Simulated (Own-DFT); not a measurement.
Simulation results for Hf$_{36}$O$_{71}$ (tetragonal hafnia with one neutral oxygen vacancy, atoms displaced)

All values are calculated (Own-DFT development build). A calculation, not a measurement: plane-wave PBE and HSE06 DFT by an unreviewed code, no spin, of a simulated cell at Gamma alone, so results move with cell size and shape, stress positive in tension, energies less offsets, not probed for a lower state with spin; hafnium file: forces about 75 meV/angstrom off all-electron values; oxygen file: force components 24 meV/angstrom off all-electron in a glass; k mesh not checked against a denser one; forces and stress are PBE's, HSE06 gives the energy alone, and its difference from PBE has offsets of its own; offsets are fitted by least squares, one for each functional and potential file, so energies compare only between cells with the same atoms and settings and are not formation energies; the far tail of each file's local potential was reset to the Coulomb form; each entry is a single point on an unrelaxed cell, so the pressure reflects the starting lattice, taken from the Materials Project, from which strain is counted, and rises with the displacements; printed positions are rounded, which can move forces by about a meV/angstrom; the program is a retired in-house code; no spin-orbit coupling.

Entry: Hf$_{36}$O$_{71}$ (tetragonal hafnia with one neutral oxygen vacancy, atoms displaced)

```
Hf36O71
1.0
     10.7800     0.0000     0.0000
      0.0000    10.7800     0.0000
      0.0000     0.0000    10.4493
Hf O Hf O Hf O Hf O Hf O Hf O Hf O Hf O Hf O Hf O Hf O Hf O Hf O Hf O Hf O Hf O Hf O Hf O
2 4 2 4 2 4 2 4 2 4 2 4 2 4 2 4 2 4 2 4 2 4 2 4 2 4 2 4 2 3 2 4 2 4 2 4
Direct
  0.00144 0.00008 0.00381
  0.16280 0.16404 0.24809
  0.99476 0.16612 0.15453
  0.16522 0.00518 0.34883
  0.99794 0.16430 0.39516
  0.16314 0.99976 0.09630
  0.99786 0.00108 0.49931
  0.16775 0.16732 0.75424
  0.00030 0.16571 0.65449
  0.16378 0.99939 0.84674
  0.00097 0.17246 0.90243
  0.16987 0.00219 0.59851
  0.00395 0.33458 0.99693
  0.16997 0.50096 0.25261
  0.99932 0.49962 0.15201
  0.17060 0.33564 0.34742
  0.00180 0.50212 0.40110
  0.16903 0.33732 0.09910
  0.00058 0.33286 0.49930
  0.16849 0.50077 0.74907
  0.00276 0.50410 0.65092
  0.16601 0.33021 0.85150
  0.99528 0.50204 0.90595
  0.16681 0.33616 0.60012
  0.00291 0.66271 0.99880
  0.16274 0.83104 0.24267
  0.00014 0.82940 0.15686
  0.16685 0.67018 0.34488
  0.00708 0.83360 0.41059
  0.16504 0.66702 0.09825
  0.99796 0.66668 0.50486
  0.16546 0.83597 0.75614
  0.99969 0.83582 0.65250
  0.16545 0.66322 0.84564
  0.99594 0.83106 0.89964
  0.16852 0.66169 0.59907
  0.33360 0.99913 0.99488
  0.50340 0.16269 0.24915
  0.33587 0.16749 0.15724
  0.49853 0.00005 0.34388
  0.33432 0.16870 0.40205
  0.50176 0.99871 0.09537
  0.33056 0.00478 0.49990
  0.49606 0.16405 0.75399
  0.33636 0.16567 0.65381
  0.50245 0.99729 0.85036
  0.32872 0.16929 0.90401
  0.49732 0.00376 0.60224
  0.33295 0.33174 0.99882
  0.50183 0.49754 0.25046
  0.33602 0.50463 0.14893
  0.49971 0.33447 0.34983
  0.33360 0.50045 0.39862
  0.50309 0.33100 0.09247
  0.32826 0.33640 0.50070
  0.50025 0.50293 0.74975
  0.33162 0.49977 0.65421
  0.50167 0.33045 0.84534
  0.32930 0.49970 0.90356
  0.50085 0.33241 0.59959
  0.33725 0.67086 0.99850
  0.49666 0.83106 0.24634
  0.33561 0.83445 0.15172
  0.49812 0.66438 0.34678
  0.33056 0.83583 0.40087
  0.49950 0.67130 0.09929
  0.32981 0.66516 0.49762
  0.49821 0.83125 0.75139
  0.33416 0.83384 0.64918
  0.49897 0.66690 0.84972
  0.33298 0.83670 0.90208
  0.49679 0.67270 0.60183
  0.66764 0.00571 0.99335
  0.83336 0.16902 0.24783
  0.66577 0.16280 0.15545
  0.83441 0.99813 0.35144
  0.66636 0.16509 0.39919
  0.83183 0.00075 0.09525
  0.66486 0.00021 0.50061
  0.83460 0.16735 0.74917
  0.67035 0.16737 0.65707
  0.83474 0.99886 0.84633
  0.67058 0.16504 0.90475
  0.83111 0.99881 0.59971
  0.66653 0.33038 0.99917
  0.83138 0.50296 0.25166
  0.67461 0.49946 0.15273
  0.83849 0.33334 0.34975
  0.83840 0.33095 0.10147
  0.66536 0.33432 0.49836
  0.83216 0.49808 0.74520
  0.66803 0.50397 0.65144
  0.83331 0.32805 0.84868
  0.66568 0.49628 0.90491
  0.83075 0.33340 0.59771
  0.66606 0.66511 0.99922
  0.83028 0.82975 0.25035
  0.66743 0.83464 0.15218
  0.82889 0.66899 0.35199
  0.66716 0.83639 0.40185
  0.83285 0.67360 0.09898
  0.66860 0.67199 0.50265
  0.83324 0.82989 0.75246
  0.66367 0.82542 0.64816
  0.83172 0.66531 0.84904
  0.67115 0.83327 0.89928
  0.83349 0.66360 0.59876
```

| Quantity | Value |
| --- | --- |
| first functional | PBE |
| second functional | HSE06 |
| exact exchange share | 0.25 |
| screening | 0.11 1/bohr |
| exchange divergence | Gygi-Baldereschi |
| potential files | PseudoDojo norm-conserving, scalar-relativistic, made for PBE, standard set |
| wave cutoff | 48 hartree |
| occupations | fixed |
| k mesh | 1 x 1 x 1 centred on Gamma |
| PBE energy of cell above offsets | -100.973 eV |
| HSE06 less PBE above offsets | -0.153 eV |
| PBE pressure | 0.72 GPa |
| PBE stress xx | -0.18 GPa |
| PBE stress yy | -0.78 GPa |
| PBE stress zz | -1.21 GPa |
| PBE stress yz | 0.06 GPa |
| PBE stress xz | -0.36 GPa |
| PBE stress xy | 0.04 GPa |

Force:
```csv
element,x (eV/Å),y (eV/Å),z (eV/Å)
Hf,-1.712,0.27,-0.956
Hf,0.591,0.565,0.508
O,1.458,-0.307,-0.873
O,0.049,-0.81,-0.539
O,0.282,0.956,1.032
O,1.019,0.052,0.1
Hf,0.041,-0.238,0.149
Hf,-0.374,-0.149,-0.928
O,0.413,0.253,-0.518
O,0.19,0.374,0.688
O,0.312,-1.597,0.225
O,-0.772,0.072,0.187
Hf,-0.641,0.349,1.065
Hf,-0.502,0.096,-0.734
O,0.35,0.374,0.282
O,-0.359,-0.61,0.348
O,0.087,-0.152,0.486
O,-0.16,-0.349,-0.156
Hf,-0.544,0.037,-0.553
Hf,-0.117,-0.249,0.121
O,-0.692,-0.45,0.36
O,0.038,0.949,-0.356
O,0.222,-0.771,-0.903
O,-0.343,-0.294,0.009
Hf,-0.903,0.462,0.595
Hf,1.018,0.471,1.828
O,-0.602,0.53,-0.606
O,0.216,-0.569,0.174
O,-0.246,-0.271,-0.604
O,0.853,0.411,-0.421
Hf,0.859,0.066,-0.434
Hf,-0.116,-0.67,-1.824
O,0.339,-0.341,0.488
O,0.073,0.937,0.472
O,0.601,0.258,0.661
O,-0.355,0.142,-0.22
Hf,0.643,0.659,1.632
Hf,-0.614,0.245,0.559
O,-0.657,-0.141,-0.733
O,0.076,-0.372,0.352
O,-0.12,0.361,0.563
O,-0.62,0.179,-0.395
Hf,0.372,-0.721,-0.317
Hf,1.178,0.186,-1.325
O,-0.959,0.343,0.291
O,-0.485,0.461,0.108
O,0.29,-1.116,-0.415
O,0.577,-0.151,-0.429
Hf,0.083,0.94,0.851
Hf,-0.047,0.087,0.013
O,0.015,-0.132,0.381
O,0.608,0.149,-0.419
O,-0.23,-0.074,0.309
O,-0.397,0.31,0.441
Hf,1.181,-0.673,-0.372
Hf,0.001,-0.906,-0.304
O,0.728,-0.121,-0.301
O,-0.182,0.556,0.215
O,0.388,0.201,-0.205
O,-0.175,0.362,-0.451
Hf,-0.593,-1.276,0.726
Hf,0.894,0.464,0.759
O,-1.082,0.007,-0.843
O,0.534,-0.072,0.126
O,0.245,-0.349,0.177
O,0.428,-0.213,-0.45
Hf,0.484,1.355,0.024
Hf,0.273,0.205,-1.372
O,-0.618,-0.023,1.066
O,-0.15,-0.117,0.411
O,-0.232,-0.547,-0.421
O,0.061,-0.864,-0.476
Hf,0.324,-1.826,1.244
Hf,-0.342,-0.452,0.735
O,0.363,0.292,-0.839
O,0.173,0.016,-0.561
O,-0.051,0.461,0.66
O,0.561,-0.06,0.042
Hf,0.161,0.284,0.09
Hf,-0.112,-0.741,0.092
O,-1.06,-0.121,-0.151
O,0.08,0.264,0.039
O,-0.345,0.797,-0.506
O,0.019,-0.067,-0.34
Hf,1.08,0.167,0.362
Hf,1.323,-0.629,0.197
O,-1.664,0.148,0.24
O,-0.612,0.501,0.017
O,-0.916,-0.126,-0.593
Hf,-0.417,-0.097,-0.149
Hf,0.461,-0.135,0.814
O,-0.666,-0.059,-0.143
O,-0.044,1.349,-0.227
O,-0.16,0.468,-0.392
O,0.738,0.331,-0.077
Hf,0.859,0.767,0.255
Hf,-0.491,1.004,-0.117
O,-0.372,-0.292,0.14
O,-0.146,-0.484,0.146
O,-0.172,-0.43,0.087
O,0.116,-0.376,-0.198
Hf,-0.794,-0.292,-0.343
Hf,-0.234,0.728,-0.09
O,0.371,0.357,0.566
O,-0.179,-0.671,-0.343
O,-0.373,-0.229,0.148
O,0.045,0.157,0.266
```
